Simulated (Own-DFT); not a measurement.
# Computed records: Hf₃₆O₇₁ (tetragonal hafnia with one neutral oxygen vacancy, atoms displaced)

All values are calculated (Own-DFT development build). A calculation, not a measurement: plane-wave PBE and HSE06 DFT by an unreviewed code, no spin, of a simulated cell at Gamma alone, so results move with cell size and shape, stress positive in tension, energies less offsets, not probed for a lower state with spin; hafnium file: forces about 75 meV/angstrom off all-electron values; oxygen file: force components 24 meV/angstrom off all-electron in a glass; k mesh not checked against a denser one; forces and stress are PBE's, HSE06 gives the energy alone, and its difference from PBE has offsets of its own; offsets are fitted by least squares, one for each functional and potential file, so energies compare only between cells with the same atoms and settings and are not formation energies; the far tail of each file's local potential was reset to the Coulomb form; each entry is a single point on an unrelaxed cell, so the pressure reflects the starting lattice, taken from the Materials Project, from which strain is counted, and rises with the displacements; printed positions are rounded, which can move forces by about a meV/angstrom; the program is a retired in-house code; no spin-orbit coupling.

Common to all runs: first functional PBE; second functional HSE06; exact exchange share 0.25; screening 0.11 1/bohr; exchange divergence Gygi-Baldereschi; potential files PseudoDojo norm-conserving, scalar-relativistic, made for PBE, standard set; wave cutoff 48 hartree; occupations fixed; k mesh 1 x 1 x 1 centred on Gamma.

(1) 
```cif
# cell vector a (Å): 10.7800 0.0000 0.0000
# cell vector b (Å): 0.0000 10.7800 0.0000
# cell vector c (Å): 0.0000 0.0000 10.4493
data_Hf36O71
_symmetry_space_group_name_H-M 'P 1'
_symmetry_Int_Tables_number 1
_cell_length_a 10.7800
_cell_length_b 10.7800
_cell_length_c 10.4493
_cell_angle_alpha 90.000
_cell_angle_beta 90.000
_cell_angle_gamma 90.000
_cell_volume 1214.30
loop_
_atom_site_label
_atom_site_type_symbol
_atom_site_fract_x
_atom_site_fract_y
_atom_site_fract_z
_atom_site_occupancy
Hf1 Hf 0.99979 0.99394 0.00461 1
Hf2 Hf 0.16500 0.16737 0.25522 1
O1 O 0.00015 0.16586 0.15709 1
O2 O 0.16554 0.00208 0.34254 1
O3 O 0.99812 0.16430 0.40214 1
O4 O 0.16420 0.00170 0.09858 1
Hf3 Hf 0.00078 0.00076 0.49597 1
Hf4 Hf 0.16223 0.16550 0.75037 1
O5 O 0.99393 0.16578 0.64586 1
O6 O 0.16612 0.99824 0.84774 1
O7 O 0.99851 0.16255 0.90811 1
O8 O 0.16988 0.00057 0.60013 1
Hf5 Hf 0.00288 0.33423 0.99751 1
Hf6 Hf 0.17137 0.50034 0.25397 1
O9 O 0.00250 0.50223 0.15437 1
O10 O 0.16288 0.33180 0.35121 1
O11 O 0.00033 0.49707 0.40190 1
O12 O 0.16956 0.33645 0.09325 1
Hf7 Hf 0.99354 0.32653 0.50298 1
Hf8 Hf 0.16199 0.49705 0.74851 1
O13 O 0.99692 0.50097 0.64824 1
O14 O 0.16446 0.32760 0.84257 1
O15 O 0.00067 0.49698 0.90397 1
O16 O 0.16980 0.33400 0.59436 1
Hf9 Hf 0.00237 0.67031 0.00138 1
Hf10 Hf 0.16942 0.83117 0.24830 1
O17 O 0.99828 0.83313 0.14864 1
O18 O 0.16533 0.66984 0.34173 1
O19 O 0.17105 0.66780 0.10087 1
Hf11 Hf 0.99749 0.67124 0.49813 1
Hf12 Hf 0.17142 0.83629 0.74351 1
O20 O 0.00166 0.83612 0.65125 1
O21 O 0.16713 0.66380 0.84899 1
O22 O 0.99489 0.82954 0.89843 1
O23 O 0.16623 0.66457 0.59796 1
Hf13 Hf 0.33358 0.00108 0.00068 1
Hf14 Hf 0.50166 0.17334 0.25067 1
O24 O 0.33299 0.16177 0.15058 1
O25 O 0.50307 0.99876 0.34232 1
O26 O 0.33625 0.16599 0.40144 1
O27 O 0.50184 0.00019 0.09604 1
Hf15 Hf 0.33335 0.99917 0.49821 1
Hf16 Hf 0.50043 0.16694 0.74755 1
O28 O 0.32632 0.16686 0.65188 1
O29 O 0.50041 0.00164 0.84674 1
O30 O 0.33131 0.16828 0.90885 1
O31 O 0.50188 0.00296 0.59826 1
Hf17 Hf 0.33596 0.33189 0.99856 1
Hf18 Hf 0.50278 0.50063 0.24697 1
O32 O 0.33365 0.50022 0.14722 1
O33 O 0.49796 0.33400 0.34507 1
O34 O 0.33249 0.49647 0.40114 1
O35 O 0.49340 0.33722 0.09936 1
Hf19 Hf 0.33481 0.33507 0.50232 1
Hf20 Hf 0.50097 0.50045 0.75155 1
O36 O 0.33228 0.49801 0.65450 1
O37 O 0.49914 0.33170 0.85020 1
O38 O 0.33235 0.50014 0.90157 1
O39 O 0.50177 0.33289 0.59813 1
Hf21 Hf 0.33067 0.66572 0.99775 1
Hf22 Hf 0.49513 0.83906 0.25245 1
O40 O 0.33349 0.83177 0.15126 1
O41 O 0.49881 0.66608 0.34503 1
O42 O 0.33481 0.83944 0.40297 1
O43 O 0.50198 0.67106 0.09830 1
Hf23 Hf 0.33222 0.66408 0.49263 1
Hf24 Hf 0.49933 0.83369 0.75214 1
O44 O 0.33512 0.83251 0.65558 1
O45 O 0.50022 0.66865 0.84980 1
O46 O 0.33376 0.83380 0.90524 1
O47 O 0.50377 0.66761 0.59793 1
Hf25 Hf 0.66594 0.00401 0.99754 1
Hf26 Hf 0.83743 0.16715 0.24653 1
O48 O 0.66918 0.16563 0.14328 1
O49 O 0.83238 0.99660 0.35338 1
O50 O 0.67028 0.16665 0.40021 1
O51 O 0.83284 0.00088 0.09704 1
Hf27 Hf 0.66712 0.99946 0.50638 1
Hf28 Hf 0.83535 0.16276 0.74879 1
O52 O 0.66516 0.16664 0.65455 1
O53 O 0.83335 0.00176 0.84737 1
O54 O 0.66862 0.17119 0.90162 1
O55 O 0.83470 0.00160 0.59716 1
Hf29 Hf 0.66662 0.33081 0.00415 1
Hf30 Hf 0.83622 0.49750 0.25206 1
O56 O 0.66663 0.49736 0.15297 1
O57 O 0.83578 0.33581 0.34937 1
O58 O 0.66306 0.50726 0.40728 1
O59 O 0.83184 0.33144 0.09596 1
Hf31 Hf 0.66744 0.33647 0.49715 1
Hf32 Hf 0.83427 0.50374 0.75080 1
O60 O 0.66771 0.49545 0.64640 1
O61 O 0.83175 0.33044 0.84554 1
O62 O 0.67123 0.50222 0.90425 1
O63 O 0.83297 0.32802 0.60295 1
Hf33 Hf 0.66357 0.66240 0.99745 1
Hf34 Hf 0.83510 0.83737 0.25369 1
O64 O 0.66821 0.83399 0.15189 1
O65 O 0.83211 0.67313 0.34952 1
O66 O 0.67102 0.83496 0.40001 1
O67 O 0.83386 0.67250 0.10271 1
Hf35 Hf 0.66703 0.66630 0.49798 1
Hf36 Hf 0.83578 0.83502 0.75581 1
O68 O 0.66629 0.83544 0.64948 1
O69 O 0.83501 0.66428 0.84682 1
O70 O 0.67143 0.83038 0.90396 1
O71 O 0.83114 0.66973 0.59828 1
_calc_PBE_energy_of_cell_above_offsets '-100.687'  # eV
_calc_HSE06_less_PBE_above_offsets '-0.122'  # eV
_calc_PBE_pressure 0.7  # GPa
_calc_PBE_stress_xx 0.77  # GPa
_calc_PBE_stress_yy -1.58  # GPa
_calc_PBE_stress_zz -1.3  # GPa
_calc_PBE_stress_yz -0.57  # GPa
_calc_PBE_stress_xz 0.61  # GPa
_calc_PBE_stress_xy -0.02  # GPa
```

Force:
```csv
element,x (eV/Å),y (eV/Å),z (eV/Å)
Hf,0.053,0.361,-0.522
Hf,0.822,0.371,-1.157
O,0.298,0.219,-0.243
O,-0.289,-0.777,1.012
O,-0.054,0.238,-0.323
O,0.356,-0.332,-0.229
Hf,-0.288,-1.158,0.521
Hf,0.187,-0.522,-0.256
O,1.593,0.072,0.501
O,-0.015,-0.026,-0.095
O,0.15,0.245,-0.46
O,-0.544,-0.283,-0.706
Hf,-0.254,-0.473,0.247
Hf,-0.703,-0.898,-0.96
O,-0.18,-0.225,0.082
O,0.38,0.132,-0.509
O,-0.173,0.785,0.349
O,-0.492,-0.189,0.373
Hf,0.933,1.239,-0.123
Hf,0.313,0.296,-0.038
O,0.184,-0.183,0.559
O,-0.282,0.873,0.33
O,0.087,0.615,-0.349
O,-1.161,0.025,0.244
Hf,-0.631,-0.84,0.482
Hf,-0.638,0.987,-0.789
O,1.022,0.105,0.649
O,0.166,-0.399,1.284
O,-0.861,0.198,-0.284
Hf,-0.331,-0.336,0.114
Hf,-0.747,-0.583,0.947
O,-0.06,-0.161,-0.455
O,-0.099,0.571,-0.295
O,0.157,0.677,0.298
O,0.238,0.182,-0.821
Hf,-0.108,0.226,0.464
Hf,-0.314,-1.578,-0.649
O,0.099,0.286,0.842
O,-0.209,1.419,0.814
O,0.018,0.129,0.163
O,-0.367,-0.041,-0.214
Hf,0.385,1.276,0.685
Hf,-0.381,0.154,0.061
O,1.13,0.072,0.422
O,0.069,-0.037,0.05
O,0.046,-0.72,-1.016
O,-1.073,0.006,-0.16
Hf,-0.643,0.587,0.03
Hf,-0.635,0.658,-0.431
O,0.18,0.325,0.958
O,0.49,0.58,0.571
O,-0.267,0.79,-0.193
O,1.486,-0.46,0.319
Hf,-0.352,-0.889,0.298
Hf,-0.113,-0.079,-0.301
O,0.455,0.15,-0.311
O,0.045,0.457,-0.33
O,0.157,-0.321,-0.238
O,-0.192,-0.116,-0.208
Hf,0.684,-0.142,0.298
Hf,1.98,-1.053,-1.348
O,-0.11,0.387,0.232
O,-0.618,0.263,0.372
O,-0.221,-1.43,-0.29
O,-0.516,-0.703,-0.349
Hf,0.683,0.262,1.286
Hf,0.896,-0.11,-0.197
O,0.267,0.048,-0.748
O,0.084,-0.544,-0.323
O,-0.021,0.043,-0.453
O,-1.244,-0.218,-0.216
Hf,0.035,-0.9,0.479
Hf,-1.027,-0.549,0.398
O,-0.464,0.499,0.989
O,1.02,1.073,-0.421
O,-0.278,0.385,0.092
O,0.243,0.275,0.306
Hf,0.447,-0.465,-0.976
Hf,-0.887,1.055,0.343
O,0.238,-0.207,-0.259
O,-0.132,-0.489,0.226
O,-0.371,-0.676,-0.175
O,0.159,-0.061,0.209
Hf,-0.011,0.228,-0.834
Hf,0.69,1.567,-0.546
O,0.335,-0.157,0.242
O,-0.362,-0.559,0.066
O,0.23,-1.893,-1.371
O,0.83,0.201,0.573
Hf,0.228,-0.354,0.882
Hf,-0.373,-1.103,-0.203
O,-0.012,0.164,1.005
O,0.321,0.59,0.145
O,-0.465,-1.117,-0.57
O,-0.55,0.196,-1.005
Hf,0.751,1.702,1.444
Hf,-1.647,-0.802,-1.042
O,-0.469,0.41,0.587
O,0.935,-1.131,0.204
O,-0.625,-0.061,0.629
O,0.084,-0.837,-0.966
Hf,0.172,1.869,0.573
Hf,-0.592,-0.463,-0.775
O,0.005,0.334,0.803
O,0.17,0.374,0.191
O,-0.123,0.56,-0.471
O,0.595,-0.149,-0.033
```

(2) 
```cif
# cell vector a (Å): 10.7800 0.0000 0.0000
# cell vector b (Å): 0.0000 10.7800 0.0000
# cell vector c (Å): 0.0000 0.0000 10.4493
data_Hf36O71
_symmetry_space_group_name_H-M 'P 1'
_symmetry_Int_Tables_number 1
_cell_length_a 10.7800
_cell_length_b 10.7800
_cell_length_c 10.4493
_cell_angle_alpha 90.000
_cell_angle_beta 90.000
_cell_angle_gamma 90.000
_cell_volume 1214.30
loop_
_atom_site_label
_atom_site_type_symbol
_atom_site_fract_x
_atom_site_fract_y
_atom_site_fract_z
_atom_site_occupancy
Hf1 Hf 0.00488 0.00170 0.00235 1
Hf2 Hf 0.17125 0.16710 0.24575 1
O1 O 0.00000 0.16385 0.15021 1
O2 O 0.16880 0.99921 0.34675 1
O3 O 0.99815 0.16523 0.39766 1
O4 O 0.17181 0.00283 0.09372 1
Hf3 Hf 0.00295 0.00186 0.50458 1
Hf4 Hf 0.16358 0.16699 0.74671 1
O5 O 0.99789 0.16976 0.65190 1
O6 O 0.16680 0.99836 0.84780 1
O7 O 0.99801 0.16865 0.90597 1
O8 O 0.16513 0.99650 0.59539 1
Hf5 Hf 0.00289 0.33407 0.00355 1
Hf6 Hf 0.16853 0.49632 0.25091 1
O9 O 0.00298 0.49623 0.15113 1
O10 O 0.16772 0.33186 0.34978 1
O11 O 0.99956 0.49889 0.39912 1
O12 O 0.17033 0.33256 0.09476 1
Hf7 Hf 0.00072 0.33416 0.50375 1
Hf8 Hf 0.17107 0.49690 0.75565 1
O13 O 0.99955 0.50462 0.65208 1
O14 O 0.16382 0.33500 0.85376 1
O15 O 0.00359 0.50469 0.90867 1
Hf9 Hf 0.99916 0.66670 0.99625 1
Hf10 Hf 0.16362 0.82901 0.25021 1
O16 O 0.99944 0.83038 0.15726 1
O17 O 0.16653 0.66122 0.34723 1
O18 O 0.00039 0.82723 0.39845 1
O19 O 0.16642 0.67083 0.09952 1
Hf11 Hf 0.99601 0.66371 0.50332 1
Hf12 Hf 0.16842 0.83200 0.74376 1
O20 O 0.99840 0.83429 0.65257 1
O21 O 0.16829 0.66891 0.85149 1
O22 O 0.99730 0.83684 0.90573 1
O23 O 0.16370 0.66519 0.59860 1
Hf13 Hf 0.33440 0.00278 0.99963 1
Hf14 Hf 0.50171 0.16359 0.25604 1
O24 O 0.33534 0.16211 0.15275 1
O25 O 0.49920 0.00070 0.34725 1
O26 O 0.33614 0.16752 0.40077 1
O27 O 0.50193 0.00274 0.09677 1
Hf15 Hf 0.33531 0.00363 0.50506 1
Hf16 Hf 0.50007 0.16324 0.75354 1
O28 O 0.33278 0.16484 0.65402 1
O29 O 0.50448 0.99980 0.84715 1
O30 O 0.33551 0.16363 0.90096 1
O31 O 0.50026 0.99574 0.60044 1
Hf17 Hf 0.33757 0.33602 0.00374 1
Hf18 Hf 0.49854 0.49877 0.24905 1
O32 O 0.33798 0.50315 0.15563 1
O33 O 0.50038 0.33542 0.34820 1
O34 O 0.33494 0.49921 0.40879 1
O35 O 0.49942 0.33596 0.09758 1
Hf19 Hf 0.33389 0.33474 0.49717 1
Hf20 Hf 0.50091 0.50154 0.75371 1
O36 O 0.33082 0.49803 0.65218 1
O37 O 0.49961 0.33249 0.84721 1
O38 O 0.32688 0.50039 0.90552 1
O39 O 0.50136 0.33747 0.60078 1
Hf21 Hf 0.33312 0.66860 0.00705 1
Hf22 Hf 0.49778 0.83815 0.24672 1
O40 O 0.33280 0.83225 0.14606 1
O41 O 0.50374 0.66419 0.34483 1
O42 O 0.33457 0.83092 0.39990 1
O43 O 0.49750 0.66674 0.09977 1
Hf23 Hf 0.33281 0.66543 0.50146 1
Hf24 Hf 0.49891 0.83410 0.75214 1
O44 O 0.33620 0.83123 0.65510 1
O45 O 0.50019 0.66775 0.84769 1
O46 O 0.32884 0.83641 0.90064 1
O47 O 0.50309 0.66576 0.59458 1
Hf25 Hf 0.67086 0.00196 0.00234 1
Hf26 Hf 0.83455 0.17036 0.25129 1
O48 O 0.66509 0.16361 0.15334 1
O49 O 0.83669 0.99728 0.34930 1
O50 O 0.67019 0.16421 0.40010 1
O51 O 0.83318 0.00099 0.09950 1
Hf27 Hf 0.66662 0.99815 0.49337 1
Hf28 Hf 0.83132 0.16957 0.75134 1
O52 O 0.66400 0.16253 0.64665 1
O53 O 0.83174 0.00311 0.84314 1
O54 O 0.67013 0.16417 0.90174 1
O55 O 0.83434 0.99963 0.59653 1
Hf29 Hf 0.66776 0.33032 0.99831 1
Hf30 Hf 0.82910 0.49728 0.25135 1
O56 O 0.66385 0.49946 0.15351 1
O57 O 0.83404 0.33322 0.34655 1
O58 O 0.67070 0.49763 0.40543 1
O59 O 0.83142 0.33151 0.09828 1
Hf31 Hf 0.66598 0.33418 0.50088 1
Hf32 Hf 0.83821 0.49901 0.74681 1
O60 O 0.67064 0.49846 0.65236 1
O61 O 0.83530 0.33626 0.84918 1
O62 O 0.66962 0.50056 0.89408 1
O63 O 0.82933 0.33023 0.59628 1
Hf33 Hf 0.67312 0.66820 0.00176 1
Hf34 Hf 0.83276 0.82997 0.25465 1
O64 O 0.67081 0.83266 0.15053 1
O65 O 0.83586 0.66327 0.34808 1
O66 O 0.66506 0.83716 0.40168 1
O67 O 0.83471 0.67017 0.09203 1
Hf35 Hf 0.66499 0.66857 0.50223 1
Hf36 Hf 0.83679 0.83242 0.74720 1
O68 O 0.66647 0.83531 0.64833 1
O69 O 0.83454 0.66838 0.84202 1
O70 O 0.66435 0.83448 0.89930 1
O71 O 0.82447 0.66147 0.59584 1
_calc_PBE_energy_of_cell_above_offsets '-100.946'  # eV
_calc_HSE06_less_PBE_above_offsets '-0.147'  # eV
_calc_PBE_pressure 0.79  # GPa
_calc_PBE_stress_xx -1.11  # GPa
_calc_PBE_stress_yy 0.09  # GPa
_calc_PBE_stress_zz -1.35  # GPa
_calc_PBE_stress_yz 0.42  # GPa
_calc_PBE_stress_xz -0.41  # GPa
_calc_PBE_stress_xy 0.04  # GPa
```

Force:
```csv
element,x (eV/Å),y (eV/Å),z (eV/Å)
Hf,-0.728,-0.01,-0.171
Hf,-0.824,-0.924,0.597
O,0.583,0.453,0.263
O,-0.024,0.273,-0.259
O,0.167,0.634,0.999
O,-0.818,-0.007,0.637
Hf,-1.518,-0.477,-1.904
Hf,0.374,0.016,1.247
O,0.625,0.179,-0.184
O,-0.372,0.483,-0.772
O,0.202,-0.208,-0.505
O,0.808,0.196,0.74
Hf,-0.495,0.203,-0.261
Hf,-0.788,0.713,-0.032
O,-0.433,-0.086,0.461
O,0.175,-0.027,0.2
O,0.079,-0.366,0.837
O,0.181,-0.103,0.931
Hf,0.065,-0.399,-0.796
Hf,-0.272,1.038,0.048
O,0.834,-0.842,-0.154
O,-0.017,-0.894,-1.239
O,-0.26,-1.193,-0.963
Hf,0.864,1.063,0.577
Hf,0.287,-0.044,0.357
O,-0.018,0.441,-0.481
O,0.335,0.188,0.113
O,0.247,0.597,1.157
O,-0.172,-0.381,0.06
Hf,0.135,0.072,-0.938
Hf,0.161,-0.266,1.563
O,0.387,-0.357,-0.435
O,-0.264,-0.036,-0.753
O,-0.115,-0.341,-0.316
O,0.447,0.463,-0.054
Hf,0.29,-0.786,-0.409
Hf,0.118,0.711,-0.865
O,0.369,0.497,0.056
O,-0.057,-0.195,0.516
O,0.024,-0.111,0.391
O,-0.05,-0.419,0.363
Hf,-0.003,-0.677,-0.928
Hf,0.298,0.289,-0.634
O,-0.319,0.124,-0.408
O,-0.284,0.061,0.217
O,-0.036,1.141,0.17
O,-0.406,0.314,-0.542
Hf,-0.052,-0.697,-1.043
Hf,0.967,0.719,0.548
O,-1.351,-0.392,-0.351
O,-0.034,-0.67,0.088
O,-0.1,0.051,-0.705
O,0.486,-0.172,0.04
Hf,0.154,-0.195,1.061
Hf,0.888,-0.235,-0.671
O,0.1,-0.196,0.396
O,-0.019,0.108,0.426
O,0.433,-0.133,-0.042
O,-0.543,-0.204,-0.546
Hf,-0.211,0.894,-0.995
Hf,0.118,-1.407,-0.167
O,0.142,0.2,0.772
O,-0.118,0.54,0.049
O,0.127,0.345,0.532
O,1.058,0.131,-0.407
Hf,0.003,0.472,-0.246
Hf,1.133,0.015,0.136
O,-0.676,-0.052,-0.791
O,-0.342,-0.322,-0.024
O,0.567,-0.325,0.154
O,-1.043,-0.262,0.567
Hf,0.098,-0.933,-0.253
Hf,0.06,-1.301,-0.073
O,0.108,0.411,-0.12
O,-0.241,0.259,-0.276
O,-0.355,0.579,-0.209
O,0.549,0.018,-0.334
Hf,0.746,0.427,1.607
Hf,-0.703,-0.59,-0.298
O,0.131,0.293,0.89
O,0.122,-0.429,0.192
O,-0.156,0.96,-0.133
O,0.167,0.087,-0.221
Hf,-0.115,0.751,-0.15
Hf,0.589,0.078,-0.004
O,0.622,0.166,-0.416
O,-0.052,0.168,0.167
O,0.081,0.372,-0.348
O,0.128,0.022,0.028
Hf,-0.528,-0.169,0.201
Hf,-1.69,0.325,0.582
O,-0.74,-0.097,0.14
O,0.11,-0.278,-0.084
O,-0.277,-0.136,1.351
O,1.177,0.168,0.238
Hf,-1.529,0.213,-0.871
Hf,0.508,0.744,-0.258
O,-0.833,-0.119,0.239
O,-0.37,0.115,-0.183
O,0.08,-1.116,-0.597
O,0.133,-0.533,0.687
Hf,-0.518,-0.197,-0.908
Hf,-1.427,1.154,0.433
O,0.157,-0.28,0.349
O,0.228,-0.471,0.404
O,0.314,-0.305,0.622
O,1.962,0.437,0.328
```
